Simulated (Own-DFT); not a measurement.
# A change of arrangement and its cost: Al2C36Si34, 72 atoms

These are calculations, not measurements. They come from Own-DFT, an in-house plane-wave density functional program, since retired, whose code no person has reviewed. Each row is one single-point run on a periodic cell that was not relaxed, without spin or spin-orbit coupling.

Settings of every run: PBE; PseudoDojo norm-conserving scalar-relativistic files; cutoff 42 hartree; 4 x 4 x 3 k mesh centred on Gamma; Fermi-Dirac smearing of 0.1 eV.

Known limits: not probed for a lower state with spin; forces on such cells passed a denser k mesh, each cell not checked; stress not checked against mesh or cutoff.

All cells hold the same atoms in the same cell, with vectors in Å (9.248, 0.000, 0.000); (-4.624, 8.009, 0.000); (0.000, 0.000, 10.068). Every atom was moved at random from its ideal site; u is the rms move along one axis. The defect's site can differ from row to row. E is the free energy of the cell above the lowest run. The arrangements:

- A: 4H SiC, with two Al on a Si site each, 3.1 Å apart
- B: 2H SiC, with two Al on a Si site each, 3.1 Å apart

| arrangement | u (Å) | E (eV) | P (GPa) |
|---|---|---|---|
| A | 0.0279 | 0.501 | 5.67 |
| A | 0.0292 | 0.000 | 5.53 |
| A | 0.0309 | 0.809 | 5.84 |
| A | 0.0496 | 4.466 | 7.12 |
| A | 0.0519 | 6.498 | 8.11 |
| A | 0.0519 | 4.904 | 7.24 |
| B | 0.0295 | 0.347 | 5.81 |
| B | 0.0297 | 0.517 | 5.88 |
| B | 0.0310 | 1.265 | 6.05 |
| B | 0.0467 | 3.855 | 6.83 |
| B | 0.0475 | 4.516 | 7.17 |
| B | 0.0503 | 5.387 | 7.47 |

Question: once the cost of the random moves is taken out, how do the arrangements rank?

## Worked answer

Fit E = a + b u², with one b for all and one a for each arrangement, and with residuals divided by u², since the noise grows with the moves. Then b = 2764 eV/Å², the scatter at u = 0.04 Å is 0.51 eV, and against A:

- B: 0.12 ± 0.22 eV (not told apart from A)

These are energies of unrelaxed cells. Relaxing the atoms lowers the strained arrangements most, so the gaps would shrink and small ones could change sign.
